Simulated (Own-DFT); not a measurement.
AlGa₃N₄ (wurtzite random alloy, atoms displaced) (calculated)

Computed with Own-DFT development build. A calculation, not a measurement: plane-wave density functional theory by an unreviewed code, no spin, of a simulated periodic cell, stress positive in tension, run twice, with PBE and with PBEsol, both on files made for PBE, so the change isn't that of files made for PBEsol, forces on such cells passed a denser k mesh, this cell's mesh not checked; the far tail of each file's local potential was reset to the Coulomb form; each entry is a single point on an unrelaxed cell, so the pressure reflects the starting lattice, mostly measured values (interpolated for alloys), from which strain is counted, and rises with the displacements; printed positions are rounded, which can move forces by about a meV/angstrom; the program, named Own-DFT, is a retired in-house code; no spin-orbit coupling; stress was not checked against mesh or cutoff.

Settings shared by all entries: functional PBE, then PBEsol; potential files PseudoDojo norm-conserving, scalar-relativistic, standard set; wave cutoff 42 hartree; occupations Fermi-Dirac; smearing width 0.1 eV; k mesh 4 x 4 x 3 centred on Gamma.

(1) 
```xyz
72
Lattice="9.5092 0.0000 0.0000 -4.7546 8.2353 0.0000 0.0000 0.0000 10.2685" Properties=species:S:1:pos:R:3:PBE_force_x:R:1:PBE_force_y:R:1:PBE_force_z:R:1:PBEsol_force_x:R:1:PBEsol_force_y:R:1:PBEsol_force_z:R:1 formula=AlGa3N4 PBE_pressure=10.22 PBE_stress_xx=-8.66 PBE_stress_yy=-9.52 PBE_stress_zz=-12.48 PBE_stress_yz=0.43 PBE_stress_xz=0.32 PBE_stress_xy=-1.8 PBEsol_pressure=5.31 PBEsol_stress_xx=-3.75 PBEsol_stress_yy=-4.7 PBEsol_stress_zz=-7.49 PBEsol_stress_yz=0.39 PBEsol_stress_xz=0.3 PBEsol_stress_xy=-1.75 rms_change_of_force_components_from_PBE_to_PBEsol=0.082
Ga     0.0340     1.8010    10.2482     -1.571      0.004      0.853     -1.532      0.036      0.826
Ga     1.5692     0.9705     2.6358     -0.448     -1.275     -4.895      -0.45     -1.265     -4.781
N     -0.0696     1.8647     2.0520       1.49     -0.131     -1.976      1.649     -0.017     -1.995
N      1.4432     0.8578     4.3474      2.805      1.381      4.633      2.642      1.292      4.483
Ga    -0.0134     1.7850     5.0647      0.988      2.838      0.962      0.963      2.751      0.939
Ga     1.4773     0.8791     7.7116      1.434      0.431     -2.135      1.412       0.42     -2.077
N      0.0050     1.9262     6.9746     -0.776     -1.945       1.21     -0.661     -2.044      1.067
N      1.5756     0.8567     9.5762      0.346      2.953       0.37      0.309      2.863      0.356
Al    -1.5491     4.5592    10.2025      -0.59      0.311      1.147     -0.589      0.337      1.155
Ga    -0.0685     3.7847     2.4722      3.009     -2.371      2.507      2.936     -2.324      2.445
N     -1.5411     4.4325     1.8849     -4.072      2.997     -1.665     -3.967      2.917     -1.487
N      0.1381     3.7459     4.4915     -4.564     -2.581     -2.064     -4.462     -2.512      -2.02
Ga    -1.5746     4.6334     5.1256      0.834     -1.633      0.901      0.799     -1.579      0.882
Al     0.0537     3.5740     7.7652     -0.056      2.305     -0.424     -0.037       2.31     -0.405
N     -1.5252     4.6023     7.0714      0.315     -1.972      0.653      0.206     -1.843      0.592
N     -0.0730     3.6146     9.7198      1.783      0.398     -1.489      1.884      0.265     -1.377
Ga    -3.1993     7.4361    10.1550      1.001       -4.3        2.6      0.997     -4.183      2.527
Ga    -1.6315     6.3933     2.5720      0.973     -1.483      0.277      0.961     -1.414      0.269
N     -3.1184     7.2695     2.0019     -3.018      1.364     -2.161     -2.807      1.408     -2.144
N     -1.5882     6.3372     4.4848      0.353       2.42      0.089      0.337      2.355       0.08
Ga    -3.1749     7.3793     5.0825      -0.03      -2.21      0.694     -0.054     -2.174      0.674
Ga    -1.4768     6.3659     7.6823     -0.663      0.392      -0.93     -0.656      0.385     -0.911
N     -3.0823     7.2814     7.0259     -1.263      0.521      1.048      -1.23      0.532      1.036
N     -1.5621     6.3342     9.5420     -1.902     -0.084      1.426     -1.839      0.095       1.32
Ga     3.2489     1.8474     0.0141     -0.365     -0.951     -4.673     -0.362     -0.941     -4.553
Ga     4.7444     1.1683     2.4760     -1.732     -4.904      2.104     -1.683     -4.802      2.039
N      3.1092     1.7522     1.7380     -0.592      2.474      4.823      -0.55      2.317       4.68
N      4.7626     0.9352     4.4794     -1.398      0.506     -0.652     -1.246      0.451     -0.676
Al     3.0328     1.8259     5.0469      1.713      0.222      1.039       1.68      0.217       1.03
Al     4.6639     0.8849     7.7308      1.533      0.463     -1.407      1.509      0.478     -1.393
N      3.2020     1.8798     7.0024     -0.631     -2.171     -0.703     -0.715     -2.024     -0.593
N      4.8242     0.8593     9.6099     -1.669      1.079     -0.439      -1.63      1.054     -0.244
Ga     1.6501     4.6448     0.1450     -1.148      0.156     -6.895     -1.151      0.148     -6.729
Al     3.0775     3.5889     2.5067       0.89      1.002      0.601        0.9      0.976      0.569
N      1.5923     4.5823     1.8531      0.885     -1.435      4.293       0.74     -1.304      4.138
N      3.1161     3.6932     4.4134      0.362      -1.97     -0.616      0.356     -1.792     -0.496
Ga     1.5238     4.5478     5.1024      3.335      1.662      2.771      3.273      1.633      2.701
Ga     3.3369     3.6230     7.6571     -2.188       0.55     -2.397     -2.154       0.54     -2.336
N      1.6633     4.5534     7.0936     -0.849     -0.349     -0.089     -0.726     -0.266     -0.139
N      3.1110     3.5497     9.4384      0.364      1.328      4.482      0.397      1.305      4.404
Ga    -0.1367     7.3277    10.2648      1.399     -0.661      0.071      1.367     -0.646      0.074
Ga     1.7185     6.2909     2.6171     -4.098      0.698      0.101     -3.979      0.684      0.108
N     -0.2047     7.2766     1.8547      3.108      1.272      1.181      3.006      1.224       1.12
N      1.6372     6.3906     4.5052     -2.212     -0.804     -0.178     -2.153     -0.781     -0.175
Ga     0.0734     7.3227     5.1709      -1.42      0.122     -1.258      -1.38      0.108     -1.221
Ga     1.7226     6.4074     7.6678     -1.954     -0.642      0.285     -1.906     -0.636      0.285
N     -0.0031     7.3547     7.0490      1.185      0.372      0.579      1.157      0.201      0.493
N      1.4972     6.4734     9.5688      1.824     -0.709       1.97      1.701     -0.753      1.883
Ga     6.3129     1.7881     0.0697      1.002     -0.264     -1.439      0.967      -0.24     -1.407
Al     8.0175     0.9344     2.5991      -2.13     -0.909     -0.655      -2.17     -0.912     -0.674
N      6.2889     1.8391     1.9573      3.055     -0.114      0.001      2.861     -0.039     -0.043
N      8.0421     0.9701     4.4227     -2.511     -1.762     -0.024     -2.459     -1.705      0.175
Ga     6.4301     1.7607     5.0209     -1.253      1.182      1.994     -1.229       1.17      1.949
Al     7.9089     0.8328     7.5963      -0.18      2.513      1.326     -0.139      2.535      1.315
N      6.3543     1.7558     7.0976     -0.618      0.201     -0.345     -0.639      0.325     -0.419
N      7.8500     0.9140     9.5714      1.645     -1.274      0.633      1.602     -1.127      0.713
Ga     4.6824     4.5120    10.2217      0.844     -0.007      0.926      0.842      -0.01      0.877
Ga     6.3044     3.6233     2.5347      0.999      1.514      0.785      0.987      1.471      0.771
N      4.7098     4.7206     2.1395     -1.385     -7.181     -3.208     -1.274     -7.323     -3.234
N      6.4118     3.6602     4.5560     -0.703     -0.633     -1.377     -0.696     -0.615     -1.365
Ga     4.7707     4.5682     4.9964     -0.074      0.849      0.849     -0.069      0.835      0.842
Ga     6.2809     3.6975     7.7142       2.45     -1.636     -0.051      2.377     -1.591     -0.081
N      4.8006     4.5730     7.0343     -0.009      1.561     -0.066     -0.007      1.491     -0.018
N      6.4087     3.6118     9.8302     -1.635      1.406      -1.74     -1.766      1.277     -1.748
Al     3.1409     7.3278     0.0750     -2.147      1.025     -0.278     -2.153      1.021     -0.249
Al     4.8273     6.3181     2.4741     -0.517       6.63      2.834     -0.528      6.687      2.825
N      3.0343     7.3255     2.1152      4.527      1.978     -3.421      4.321      1.808     -3.298
N      4.7420     6.4868     4.4616     -0.053     -1.113      -0.77     -0.049     -1.094     -0.646
Ga     3.0670     7.2877     5.0649      3.737      1.196      1.315      3.667      1.144      1.281
Ga     4.7906     6.3777     7.9692      0.526      0.197     -8.451      0.499       0.18     -8.268
N      3.2126     7.3591     7.0958      1.171     -0.784     -1.199      1.107     -0.988     -1.222
N      4.5994     6.4168     9.6447       0.54     -0.214      5.738      0.683       -0.3        5.5
```

Units: PBE_pressure, PBE_stress_xx, PBE_stress_yy, PBE_stress_zz, PBE_stress_yz, PBE_stress_xz, PBE_stress_xy, PBEsol_pressure, PBEsol_stress_xx, PBEsol_stress_yy, PBEsol_stress_zz, PBEsol_stress_yz, PBEsol_stress_xz, PBEsol_stress_xy in GPa; rms_change_of_force_components_from_PBE_to_PBEsol, PBE_force_x, PBE_force_y, PBE_force_z, PBEsol_force_x, PBEsol_force_y, PBEsol_force_z in eV/Å.

(2) 
```xyz
72
Lattice="9.5092 0.0000 0.0000 -4.7546 8.2353 0.0000 0.0000 0.0000 10.2685" Properties=species:S:1:pos:R:3:PBE_force_x:R:1:PBE_force_y:R:1:PBE_force_z:R:1:PBEsol_force_x:R:1:PBEsol_force_y:R:1:PBEsol_force_z:R:1 formula=AlGa3N4 PBE_pressure=11.32 PBE_stress_xx=-10.93 PBE_stress_yy=-11.34 PBE_stress_zz=-11.69 PBE_stress_yz=0.11 PBE_stress_xz=-0.72 PBE_stress_xy=-1.69 PBEsol_pressure=6.37 PBEsol_stress_xx=-5.96 PBEsol_stress_yy=-6.41 PBEsol_stress_zz=-6.73 PBEsol_stress_yz=0.11 PBEsol_stress_xz=-0.69 PBEsol_stress_xy=-1.64 rms_change_of_force_components_from_PBE_to_PBEsol=0.084
Ga    -0.0609     1.8455    10.2630      2.242     -2.515          2      2.167     -2.447      1.946
Ga     1.7052     1.0073     2.5815     -5.281     -3.631      2.557     -5.152     -3.555      2.495
N     -0.0351     1.7554     2.0628      0.828      1.321      -1.38      0.821      1.289     -1.349
N      1.6863     0.8480     4.5633     -0.077      1.104     -0.419     -0.098      1.091     -0.431
Ga     0.0547     1.8175     5.0324      0.122     -0.467      0.514       0.12     -0.443      0.518
Al     1.6024     0.8895     7.6688     -0.189       0.99      0.056     -0.188      1.012      0.048
N      0.0193     1.8548     7.0051      0.289     -0.282      1.229      0.294     -0.294      1.054
N      1.6532     0.9143     9.6073     -1.421     -0.781     -0.777      -1.53     -0.733     -0.734
Al    -1.5174     4.5491     0.1181     -1.964      0.986     -1.312     -1.953      0.975     -1.297
Ga     0.1206     3.7090     2.5238     -3.538     -1.621      1.256     -3.437     -1.587      1.265
N     -1.6336     4.6883     2.0761      2.154     -3.869     -3.396      2.089      -3.77     -3.185
N      0.0566     3.6645     4.5032       -0.2     -0.487     -0.529     -0.189     -0.475     -0.521
Ga    -1.6132     4.5372     5.0447      5.066      1.936      3.743      4.947      1.912      3.652
Al     0.0737     3.6271     7.6428     -1.304      1.248      0.445     -1.268      1.243      0.433
N     -1.4627     4.6491     7.0550     -0.387     -1.851      0.077     -0.495     -1.727      0.018
N     -0.1191     3.4822     9.6127      1.004      4.606     -1.048      1.012      4.348     -0.968
Al    -3.1811     7.3155     0.0014      0.818      0.192     -0.977      0.807      0.215     -1.001
Ga    -1.6176     6.3411     2.6368      0.075      3.925     -1.299      0.094      3.833     -1.266
N     -3.1001     7.4523     1.8073     -1.462      -1.39      1.888     -1.304     -1.277      1.997
N     -1.6227     6.3382     4.4894     -0.746      0.356       0.45     -0.717      0.352      0.435
Ga    -3.1748     7.2289     5.2022     -0.096      1.104     -1.668      -0.08      1.074     -1.627
Ga    -1.6599     6.4710     7.6291      1.187     -2.059      2.062      1.174     -2.019      1.992
N     -3.1182     7.3960     7.0131     -1.767      0.172      1.872     -1.689     -0.014      1.751
N     -1.6059     6.4530     9.6690     -1.708      -2.09     -0.922      -1.52     -1.987     -0.979
Al     3.1137     1.7237     0.0709      2.023      1.285     -0.914      2.038      1.296     -0.907
Ga     4.7259     1.0618     2.7843      0.207     -1.346     -5.665      0.189     -1.321     -5.528
N      3.0287     1.7875     1.9461      6.099      3.732     -1.887      5.949      3.657     -1.652
N      4.6742     0.8690     4.5481      1.187     -0.705      1.534      1.168      -0.66      1.482
Ga     3.3287     1.9558     5.1681      -3.04     -0.648      0.005     -2.957     -0.655      0.016
Ga     4.5564     0.8650     7.6766      4.383     -1.709      2.291      4.301     -1.647      2.227
N      3.2429     1.8132     7.0453     -4.034      1.851      -0.27     -3.823      1.858     -0.312
N      4.8145     0.9399     9.6241     -1.058     -0.073      0.283     -0.959     -0.149      0.223
Al     1.6084     4.6596    10.1188      0.008       -5.8      2.282       0.01     -5.864      2.283
Ga     3.1354     3.6861     2.5528      2.075     -0.385     -0.406      2.018     -0.394     -0.385
N      1.5827     4.4310     1.8781      1.832      3.373     -1.869      1.795      3.271     -1.695
N      3.3249     3.7263     4.5007      -4.19     -1.715     -1.038     -4.084     -1.692     -1.008
Ga     1.5128     4.6126     5.1293      1.466       -1.8      1.149       1.42     -1.734      1.106
Ga     3.1085     3.6721     7.7030      2.044     -0.345      0.522      2.036     -0.317      0.519
N      1.6492     4.7155     7.1407      -1.28      -3.81     -1.411     -1.148      -3.66     -1.416
N      3.1645     3.6348     9.6334     -1.984     -0.756      0.492     -1.814     -0.683      0.396
Ga    -0.0823     7.2794    10.2360      0.847      1.811       0.55      0.827      1.763      0.543
Ga     1.7329     6.4491     2.6113     -4.218     -1.728     -0.947     -4.115     -1.687     -0.923
N     -0.1948     7.3328     1.8527      2.636      0.707      2.776      2.556       0.67      2.709
N      1.5677     6.3149     4.5277      0.341      3.025     -0.408      0.207       2.86     -0.466
Ga    -0.1785     7.2461     5.0475      2.252      0.396      1.491      2.188      0.381      1.468
Ga     1.5723     6.4243     7.6385      0.662      2.137      2.227      0.633      2.055      2.159
N      0.0128     7.2230     7.0513     -0.805      1.877     -1.115     -0.811      1.841      -1.09
N      1.4417     6.2717     9.7538       1.78      4.656     -2.427      1.691      4.884     -2.453
Ga     6.5166     1.8101     0.0643     -5.108      2.233      0.683     -5.006      2.166      0.677
Ga     8.0400     0.7703     2.7048     -1.879      1.951     -2.507     -1.844      1.931     -2.452
N      6.3120     1.8892     1.9638      0.744     -1.703      1.034      0.722     -1.644      1.011
N      7.8712     0.8881     4.4852      0.136     -1.075      2.637      0.143     -0.915      2.498
Ga     6.2546     1.6529     5.2355      1.498      2.314     -4.208      1.465      2.259     -4.093
Al     7.9392     1.0448     7.7123     -0.056     -1.487     -0.394     -0.063     -1.484     -0.375
N      6.3049     1.7594     6.9523      0.857     -0.631      5.054      0.726     -0.542      4.872
N      7.9076     0.9245     9.7161      1.851     -1.456     -3.326      1.809     -1.406     -3.099
Ga     4.6747     4.5429     0.0077      0.372      0.118      1.041      0.385       0.09      0.994
Ga     6.4253     3.6555     2.6355     -0.535     -0.674     -0.169     -0.523     -0.647     -0.155
N      4.8804     4.4713     1.9595     -2.359      2.584      0.053     -2.313      2.432      0.013
N      6.5505     3.7588     4.4989     -7.554     -4.731     -0.565     -7.378     -4.606     -0.598
Ga     4.6535     4.6257     5.1507      4.868      1.461      1.333       4.76      1.428      1.295
Ga     6.3638     3.5160     7.7094      0.398      2.304      0.538      0.331       2.27      0.515
N      4.8189     4.5390     7.1349     -1.028      0.658      -0.86     -1.025      0.641     -0.851
N      6.2015     3.7223     9.6890      4.161     -1.567     -0.627      3.989     -1.586     -0.651
Ga     3.1710     7.3954     0.1096     -0.195      -2.01      -3.64     -0.201     -1.939     -3.525
Al     4.9464     6.5002     2.5614     -0.773     -1.568     -1.538      -0.79     -1.556     -1.559
N      3.0927     7.3276     1.8658      3.178     -0.338      2.976      3.026     -0.282      2.894
N      4.8714     6.3757     4.3825     -2.478      1.076      0.928     -2.343      0.995      1.093
Al     3.0215     7.3516     5.1403      2.289     -0.585      0.307      2.291     -0.604      0.302
Ga     4.6455     6.4284     7.7716      2.945     -1.638       0.28      2.859     -1.619      0.269
N      3.2845     7.3415     7.0483     -2.955      2.126     -0.838     -2.869      1.953     -0.695
N      4.8182     6.3623     9.6883     -1.255      1.707      0.141     -1.373      1.578      0.076
```

Units: PBE_pressure, PBE_stress_xx, PBE_stress_yy, PBE_stress_zz, PBE_stress_yz, PBE_stress_xz, PBE_stress_xy, PBEsol_pressure, PBEsol_stress_xx, PBEsol_stress_yy, PBEsol_stress_zz, PBEsol_stress_yz, PBEsol_stress_xz, PBEsol_stress_xy in GPa; rms_change_of_force_components_from_PBE_to_PBEsol, PBE_force_x, PBE_force_y, PBE_force_z, PBEsol_force_x, PBEsol_force_y, PBEsol_force_z in eV/Å.
